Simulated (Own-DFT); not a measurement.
# Slab less bulk: wurtzite GaN, m plane (10-10)

Calculated, not measured: single-point runs of Own-DFT, a retired in-house plane-wave DFT program that no person has reviewed, on unrelaxed cells, without spin or spin-orbit coupling.

Keep in mind (not all hold for every row): some atoms lie very close together; forces not confirmed at this smearing and k mesh; k mesh not checked against a denser one.

Both sets of runs: PBE; PseudoDojo norm-conserving scalar-relativistic files (stringent for Ga); cutoff 96 hartree; Gaussian smearing of 0.01 eV. The slab has 64 atoms in 16 layers, two equal faces of 33.07 Å² as cut, 15 Å of vacuum, a dipole correction along the normal and a 6 x 6 x 1 mesh. The bulk cell has 72 atoms, the same measured lattice constants and a 4 x 4 x 3 mesh. In the slab only the 16 atoms nearest the faces were moved at random; u is their rms move along one axis. Energies are counted from -3520.29 eV for each atom.

| slab run | u (Å) | E (eV, cell) |
|---|---|---|
| 1 | 0.0423 | 8.292 |
| 2 | 0.0548 | 9.195 |
| 3 | 0.0826 | 11.231 |
| 4 | 0.0918 | 10.778 |
| 5 | 0.0923 | 10.687 |
| 6 | 0.0946 | 11.431 |
| 7 | 0.0958 | 13.621 |
| 8 | 0.1037 | 11.031 |
| 9 | 0.1059 | 11.432 |
| 10 | 0.1062 | 11.535 |
| 11 | 0.1078 | 12.345 |
| 12 | 0.1085 | 10.820 |

| bulk run | u (Å) | E (meV/atom) |
|---|---|---|
| 1 | 0.0187 | 1.27 |
| 2 | 0.0207 | 3.81 |
| 3 | 0.0208 | 1.93 |
| 4 | 0.0449 | 46.54 |
| 5 | 0.0486 | 58.60 |
| 6 | 0.0499 | 64.22 |
| 7 | 0.0521 | 67.17 |
| 8 | 0.0944 | 250.06 |
| 9 | 0.1028 | 287.04 |
| 10 | 0.1029 | 309.53 |

Question: what is the energy of the unrelaxed surface?

## Working it out

Take each set to u = 0 with E = a + b u². Rows are weighted down as u grows, with residuals divided by u² + 0.0006 Å². Slab: a = 7.76 ± 0.28 eV. Bulk: a = -9.3 ± 0.6 meV/atom. The excess is 7.76 - 64 x (-0.0093) = 8.36 ± 0.28 eV. Over two faces that is 126 meV/Å², or 2.03 ± 0.07 J/m². Relaxing the faces would lower the energy, and the unlike meshes and the reach from the smallest u down to zero add errors that aren't counted here.
